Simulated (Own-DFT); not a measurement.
# Strain and stress in 4H SiC, 32 atoms (C16Si16)

These are calculations, not measurements. The program, named Own-DFT, is a retired in-house plane-wave density functional code that no person has reviewed. Each row is one single-point run on a periodic cell that was not relaxed, without spin or spin-orbit coupling.

Settings of every run: PBE; PseudoDojo norm-conserving scalar-relativistic files; cutoff 42 hartree; 5 x 5 x 3 k mesh centred on Gamma; Fermi-Dirac smearing of 0.1 eV.

Known limits: forces on such cells passed a denser k mesh, each cell not checked; stress not checked against mesh or cutoff.

Unstrained cell vectors in Å: (6.165, 0.000, 0.000); (-3.083, 5.339, 0.000); (0.000, 0.000, 10.068). The unstrained cell has measured lattice constants (interpolated for alloys), not those of this functional. That, the random moves and any unrelaxed bonds set the pressure at no strain. Each run strains this cell uniformly, with the atoms carried along. Every atom was also moved at random, by a Gaussian of width 0.05 Å on each axis. Strain is the symmetric tensor, in per cent. Stress is positive in tension, and the pressure is minus a third of its trace.

| run | e_xx (%) | e_yy (%) | e_zz (%) | e_yz (%) | e_xz (%) | e_xy (%) | s_xx (GPa) | s_yy (GPa) | s_zz (GPa) | s_yz (GPa) | s_xz (GPa) | s_xy (GPa) | P (GPa) | E (meV/atom) |
|---|---|---|---|---|---|---|---|---|---|---|---|---|---|---|
| 1 | 1.97 | -1.34 | 1.95 | -1.72 | -1.96 | 1.12 | 5.25 | -6.69 | 2.24 | -4.46 | -6.77 | 5.16 | -0.27 | 20.9 |
| 2 | -1.01 | 1.76 | -0.57 | 1.04 | 0.82 | -0.06 | -7.71 | 3.64 | -8.58 | 2.94 | 2.09 | -0.45 | 4.22 | 0.0 |
| 3 | 1.84 | -1.06 | -1.67 | -1.08 | -1.37 | -0.07 | 3.49 | -9.90 | -16.18 | -4.03 | -4.57 | -1.39 | 7.53 | 31.0 |
| 4 | 0.19 | 1.43 | 1.81 | -1.26 | -0.38 | 1.86 | -2.48 | 3.27 | 2.63 | -3.95 | -1.42 | 8.04 | -1.14 | 34.0 |
| 5 | 1.57 | 0.63 | -1.82 | 0.38 | -1.00 | -1.34 | 3.99 | -3.35 | -14.91 | 1.28 | -4.35 | -5.17 | 4.75 | 32.4 |
| 6 | 1.11 | -1.95 | -0.07 | 1.54 | 1.81 | 1.61 | -0.81 | -15.88 | -6.38 | 5.85 | 4.96 | 7.58 | 7.69 | 48.3 |
| 7 | -0.67 | 0.89 | 1.97 | 1.71 | -0.60 | 1.84 | -8.43 | 0.99 | 4.86 | 5.09 | -1.94 | 9.10 | 0.86 | 24.6 |
| 8 | -1.84 | 1.97 | 0.19 | 0.13 | -0.95 | -0.88 | -14.01 | 4.83 | -4.82 | 0.61 | -2.95 | -3.91 | 4.67 | 24.2 |
| 9 | 1.99 | -1.88 | 1.08 | 1.81 | -1.05 | -1.93 | 3.90 | -10.33 | -1.69 | 6.31 | -3.79 | -8.31 | 2.71 | 27.7 |
| 10 | -0.42 | 1.62 | 0.66 | -1.13 | 0.44 | 1.32 | -5.85 | 2.85 | -0.28 | -1.78 | -0.49 | 6.71 | 1.09 | 34.7 |
| 11 | 0.16 | 1.34 | -1.52 | -1.59 | 1.55 | 0.41 | -5.49 | 0.87 | -12.78 | -5.31 | 5.13 | 2.08 | 5.80 | 61.8 |
| 12 | -1.05 | -1.55 | 1.04 | 0.16 | 1.34 | 0.54 | -11.36 | -16.07 | 0.38 | 1.99 | 3.13 | 1.52 | 9.02 | 24.6 |
| 13 | 0.35 | 0.25 | 0.95 | -0.70 | -0.62 | -1.16 | -4.03 | -2.92 | 2.15 | -2.17 | -2.26 | -3.86 | 1.60 | 7.0 |
| 14 | -0.46 | 1.55 | -0.11 | -0.67 | 0.71 | -1.91 | -6.85 | 3.90 | -6.72 | -2.32 | 2.09 | -8.42 | 3.22 | 27.9 |
| 15 | 1.46 | 0.08 | 0.79 | -1.88 | -1.63 | 0.67 | 5.17 | -5.18 | -2.19 | -6.91 | -5.60 | 2.51 | 0.73 | 28.8 |
| 16 | 1.68 | 0.54 | 0.75 | -0.79 | 1.00 | -0.88 | ? | ? | ? | ? | ? | ? | ? | ? |

E is the free energy for each atom above the lowest run shown.

## Worked fit

Each stress component was fitted by least squares to a constant and the strains of the runs shown, as fractions, with shears doubled. Shear strains stay in the fit of a normal stress only where such slopes are resolved. The slopes, in GPa:

| stress | at no strain | per e_xx | per e_yy | per e_zz | scatter |
|---|---|---|---|---|---|
| s_xx | -5.2 | 555 ± 33 | 83 ± 28 | 29 ± 25 | 1.13 |
| s_yy | -5.4 | 117 ± 47 | 554 ± 41 | 99 ± 37 | 1.65 |
| s_zz | -5.6 | -49 ± 38 | 10 ± 33 | 510 ± 29 | 1.33 |

Each shear stress against twice its own strain: yz 155 ± 10, xz 154 ± 11, xy 218 ± 8 GPa. These are stiffnesses along x, y and z of the frame in which the cell vectors are given, which need not be the crystal's axes. The atoms are held to the strained lattice; where symmetry lets them move under strain, relaxing them would lower some slopes. The table should be nearly symmetric about its diagonal, and what it lacks of that shows the noise. A ninth of its sum, 212 ± 8 GPa, estimates the bulk modulus near the mean pressure of these runs, 3.5 GPa, so it lies above the value at zero pressure.

## Withheld run

Question: what normal stresses and pressure should run 16 give?

The fit gives s_xx = 4.7, s_yy = 0.3, s_zz = -2.5 and P = -0.8 GPa. The calculation gave 5.62, -0.89, -0.95 and P = -1.26 GPa.
